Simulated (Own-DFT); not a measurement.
# Strain and stress in wurtzite GaN, 96 atoms (Ga48N48)

The numbers are computed, not measured, by runs of the plane-wave DFT program Own-DFT (in-house, retired, unreviewed) at fixed positions, with no spin and no spin-orbit coupling.

Method: PBE; PseudoDojo norm-conserving scalar-relativistic files; cutoff 42 hartree; 3 x 4 x 3 k mesh centred on Gamma; Fermi-Dirac smearing of 0.1 eV.

Limits: forces on such cells passed a denser k mesh, each cell not checked; stress not checked against mesh or cutoff.

Unstrained cell vectors in Å: (12.756, 0.000, 0.000); (-4.784, 8.285, 0.000); (0.000, 0.000, 10.370). The unstrained cell has measured lattice constants (interpolated for alloys), not those of this functional. That, the random moves and any unrelaxed bonds set the pressure at no strain. The cell is deformed uniformly in each run, and the atoms keep their fractional places. All atoms carry random offsets, Gaussian with a width of 0.05 Å per axis. Strains are tensor components in per cent; tension counts as positive stress, and P is minus the mean normal stress.

```
run  e_xx (%)  e_yy (%)  e_zz (%)  e_yz (%)  e_xz (%)  e_xy (%)  s_xx (GPa)  s_yy (GPa)  s_zz (GPa)  s_yz (GPa)  s_xz (GPa)  s_xy (GPa)  P (GPa)  E (meV/atom)
  1     -1.37      0.93     -0.19      0.40     -1.88      1.20      -13.55       -5.45       -9.14        1.55       -3.93        3.85     9.38          32.0
  2      0.91     -1.56      0.64     -0.73     -1.80     -0.41       -5.67      -11.78       -4.79       -1.87       -4.54       -0.82     7.41           5.4
  3     -1.34     -0.97      1.88      0.44     -0.14     -1.54      -14.31      -11.00       -1.00        1.14        0.05       -4.57     8.77          24.4
  4     -0.88      0.56      1.75      1.40      0.75      0.26       -9.68       -5.55       -0.36        2.94        1.02        1.01     5.19          22.5
  5     -1.12     -1.68     -0.31      1.57      1.77      0.85      -16.85      -14.92      -11.86        3.28        3.90        3.92    14.54          44.9
  6     -0.37      0.47      1.32      1.47     -0.09     -0.42       -7.74       -6.37       -1.46        3.39       -0.08       -1.10     5.19          23.4
  7      1.61      1.14     -0.21     -1.17     -0.68      0.31        0.27       -1.64       -6.35       -2.44       -1.00        2.11     2.58           0.0
  8      1.11     -0.52      0.89     -1.79     -0.18     -1.73       -2.58       -6.29       -4.79       -3.58       -0.63       -4.86     4.55           9.7
  9     -1.49     -0.38      0.42      1.38      0.58      0.43      -12.04      -11.58       -7.73        1.63        2.04        1.99    10.45          21.9
 10      0.74      1.49     -1.70      1.97     -0.36     -1.84       -4.61       -2.06      -14.59        4.49       -0.53       -3.88     7.09          31.6
 11     -1.94     -2.00      0.18     -0.84     -1.12     -1.32      -21.82      -20.69       -8.46       -1.99       -3.49       -6.72    16.99          70.3
 12      0.51     -1.72      1.51     -1.93     -0.81     -0.37       -6.55      -13.08       -2.00       -3.79       -1.58       -1.52     7.21          19.3
 13      1.76     -1.13     -0.82      0.25     -0.71      0.49       -3.17      -11.30       -9.67        0.66       -1.68        0.90     8.05          19.9
 14     -1.01      1.20      0.08     -0.44      1.47     -0.26       -9.01       -4.85       -7.27       -1.11        2.39       -0.91     7.04          17.2
 15     -1.36      0.09      1.44      1.54     -1.30     -0.75      -11.59       -7.66       -2.39        3.14       -2.32       -2.43     7.21          16.2
 16     -0.45     -1.19      0.19      0.53      0.92      0.47           ?           ?           ?           ?           ?           ?        ?             ?
```

E is the free energy for each atom above the lowest run shown.

## Worked fit

Least squares on the runs shown: each stress against a constant and the strains, taken as fractions with shears doubled. Shear strains stay in the fit of a normal stress only where such slopes are resolved. The slopes, in GPa:

| stress | at no strain | per e_xx | per e_yy | per e_zz | scatter |
|---|---|---|---|---|---|
| s_xx | -8.1 | 449 ± 27 | 186 ± 28 | 130 ± 35 | 1.22 |
| s_yy | -7.9 | 149 ± 25 | 405 ± 25 | 97 ± 31 | 1.10 |
| s_zz | -7.8 | 74 ± 18 | 51 ± 18 | 439 ± 22 | 0.79 |

The slope of each shear stress on twice its own strain, from a fit on all six strains: yz 105 ± 7, xz 105 ± 8, xy 157 ± 13 GPa. These are stiffnesses along x, y and z of the frame in which the cell vectors are given, with the crystal's c axis along z: C11, C12, C13 and C33. Hexagonal symmetry asks that xx and yy behave alike, which is a second check on the noise. The atoms are held to the strained lattice; where symmetry lets them move under strain, relaxing them would lower some slopes. Symmetry asks for nearly equal slopes across the diagonal; the mismatch is a measure of noise. A ninth of the table's sum, 220 ± 7 GPa, estimates the bulk modulus near the mean pressure of these runs, 8.1 GPa, so it lies above the value at zero pressure.

## Check

Asked: what normal stresses and pressure should run 16 give?

From the fit: s_xx = -12.0, s_yy = -13.2, s_zz = -7.9 and P = 11.0 GPa. DFT gave -9.50, -13.15, -8.65 and P = 10.43 GPa.
